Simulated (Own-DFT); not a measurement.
# Same atoms, different arrangement: In48P48, 96 atoms

Calculated results; nothing here was measured. The program, named Own-DFT, is a retired in-house plane-wave density functional code that no person has reviewed. Each row is one single-point run on a periodic cell that was not relaxed, without spin or spin-orbit coupling.

Settings of every run: PBE; PseudoDojo norm-conserving scalar-relativistic files; cutoff 36 hartree; 2 x 3 x 3 k mesh centred on Gamma; Fermi-Dirac smearing of 0.1 eV.

Known limits, some of them of some rows only: not probed for a lower state with spin; forces on such cells failed a check on a denser k mesh; forces not confirmed at this smearing and k mesh; stress not checked against mesh or cutoff.

All cells hold the same atoms in the same cell, with vectors in Å (17.606, 0.000, 0.000); (0.000, 11.737, 0.000); (0.000, 0.000, 11.737). Every atom was moved at random from its ideal site; u is the rms move along one axis. The defect's site can differ from row to row. E is the free energy of the cell above the lowest run. The arrangements:

- A: zincblende InP
- B: zincblende InP, with one In on a P site and one P on an In site, 2.5 Å apart

```
arrangement,u (Å),E (eV),P (GPa)
A,0.0195,0.000,3.20
A,0.0198,0.003,3.20
A,0.0200,0.031,3.21
A,0.0501,2.942,3.57
A,0.0508,3.050,3.59
A,0.0518,3.448,3.66
B,0.0302,4.770,3.54
B,0.0309,4.808,3.54
B,0.0311,4.881,3.54
B,0.0485,7.133,3.84
B,0.0487,7.073,3.84
B,0.0504,6.393,3.71
```

Question: once the cost of the random moves is taken out, how do the arrangements rank?

## Worked answer

Fit E = a + b u², with one b for all and one a for each arrangement, and with residuals divided by u², since the noise grows with the moves. Then b = 1412 eV/Å², the scatter at u = 0.04 Å is 0.18 eV, and against A:

- B: 4.02 ± 0.08 eV (higher)

These are energies of unrelaxed cells. Relaxing the atoms lowers the strained arrangements most, so the gaps would shrink and small ones could change sign.
